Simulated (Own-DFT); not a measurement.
# How strain changes the stress of wurtzite AlGaN with randomly placed atoms, 96 atoms (Al36Ga12N48)

Calculated results; nothing here was measured. They come from Own-DFT, an in-house plane-wave density functional program, since retired, whose code no person has reviewed. Each row is one single-point run on a periodic cell that was not relaxed, without spin or spin-orbit coupling.

Settings of every run: PBE; PseudoDojo norm-conserving scalar-relativistic files (stringent for Ga); cutoff 96 hartree; 3 x 4 x 3 k mesh centred on Gamma; Gaussian smearing of 0.01 eV.

Known limits: k mesh not checked against a denser one; stress not checked against mesh or cutoff.

Unstrained cell vectors in Å: (12.525, 0.000, 0.000); (-4.697, 8.135, 0.000); (0.000, 0.000, 10.066). The unstrained cell has measured lattice constants (interpolated for alloys), not those of this functional. That, the random moves and any unrelaxed bonds set the pressure at no strain. Each run strains this cell uniformly, with the atoms carried along. Every atom was also moved at random, by a Gaussian of width 0.05 Å on each axis. The random placing of the alloy's atoms differs from row to row. Strain is the symmetric tensor, in per cent. Stress is positive in tension, and the pressure is minus a third of its trace.

| run | e_xx (%) | e_yy (%) | e_zz (%) | s_xx (GPa) | s_yy (GPa) | s_zz (GPa) | P (GPa) | E (meV/atom) |
|---|---|---|---|---|---|---|---|---|
| 1 | 3.00 | 3.00 | 0.00 | 9.32 | 7.56 | -1.67 | -5.07 | 1.8 |
| 2 | -0.25 | -0.25 | 0.00 | -6.44 | -9.20 | -6.81 | 7.48 | 11.4 |
| 3 | 1.25 | 1.25 | 0.00 | 0.24 | 0.47 | -4.47 | 1.25 | 6.8 |
| 4 | -3.00 | -3.00 | 0.00 | -27.21 | -25.50 | -11.62 | 21.44 | 69.3 |
| 5 | -2.75 | -2.75 | 0.00 | -25.14 | -22.52 | -11.74 | 19.80 | 56.7 |
| 6 | -2.25 | -2.25 | 0.00 | -20.09 | -21.27 | -9.83 | 17.07 | 41.5 |
| 7 | 2.00 | 2.00 | 0.00 | 3.40 | 5.25 | -4.58 | -1.36 | 2.6 |
| 8 | 2.25 | 2.25 | 0.00 | 5.57 | 5.45 | -4.27 | -2.25 | 0.0 |
| 9 | -1.25 | -1.25 | 0.00 | ? | ? | ? | ? | ? |

E is the free energy for each atom above the lowest run shown.

## Worked fit

The change of volume is close to e_xx + e_yy + e_zz. A straight line through the runs shown gives P = 7.55 - 221 x (fractional change of volume) GPa, with an error of 6 on the slope and a scatter of 0.77 GPa. The strain isn't the same on all axes and the cell isn't cubic, so the slope belongs to this path and is not the bulk modulus.

## Withheld run

Question: what pressure should run 9 give? Its volume changes by -2.48 %.

The line gives 13.0 GPa. The calculation gave 12.01 GPa.
